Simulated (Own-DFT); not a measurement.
# Point defects and the pressure they add: L1_0 TiAl

Source: density functional calculations with Own-DFT, an unreviewed in-house program that is no longer used. Nothing was measured or relaxed, and spin and spin-orbit coupling are left out.

Common settings: PBE; PseudoDojo norm-conserving scalar-relativistic files; cutoff 42 hartree; 4 x 4 x 4 k mesh centred on Gamma; cold (Marzari-Vanderbilt) smearing of 0.2 eV.

Keep in mind: forces on such cells failed a check on a denser k mesh; stress not checked against mesh or cutoff.

All runs share one cell, with vectors in Å (5.622, 5.622, 0.000); (-5.622, 5.622, 0.000); (0.000, 0.000, 8.133) and a volume of 514.0 Å³. u is the rms random offset of the atoms per axis. The defect's site can differ from row to row.

| cell | formula | u (Å) | P (GPa) |
|---|---|---|---|
| no defect | Al16Ti16 | 0.0184 | 1.17 |
| no defect | Al16Ti16 | 0.0510 | 1.71 |
| no defect | Al16Ti16 | 0.0530 | 1.81 |
| one Ti vacancy | Al16Ti15 | 0.0288 | 0.59 |
| one Ti vacancy | Al16Ti15 | 0.0299 | 0.40 |
| one Ti vacancy | Al16Ti15 | 0.0315 | ? |
| one Ti vacancy | Al16Ti15 | 0.0335 | 0.59 |
| two Al vacancies | Al14Ti16 | 0.0299 | -0.62 |
| two Al vacancies | Al14Ti16 | 0.0305 | -0.63 |
| two Al vacancies | Al14Ti16 | 0.0576 | -0.02 |

## Worked fit

P = P0 + c u² + a shift for each defect gives P0 = 1.08 GPa, c = 251 ± 25 GPa/Å² and a scatter of 0.07 GPa. The shifts, and each times the cell's volume:

- one Ti vacancy: -0.80 ± 0.06 GPa, -2.6 eV
- two Al vacancies: -1.94 ± 0.06 GPa, -6.2 eV (-3.1 eV for each of its 2 sites)

A positive shift means that the defect pushes the cell outwards. Shift times volume (160.2 GPa Å³ is 1 eV) depends little on the cell's size, so, taken for each site, it can be compared between cells at like pressure. The atoms around the defects weren't relaxed, which would change these numbers.

## Test on the hidden row

Asked: what pressure belongs in the blank (one Ti vacancy, u = 0.0315 Å)?

From the fit: 0.53 ± 0.08 GPa. The calculation gave 0.59 GPa.
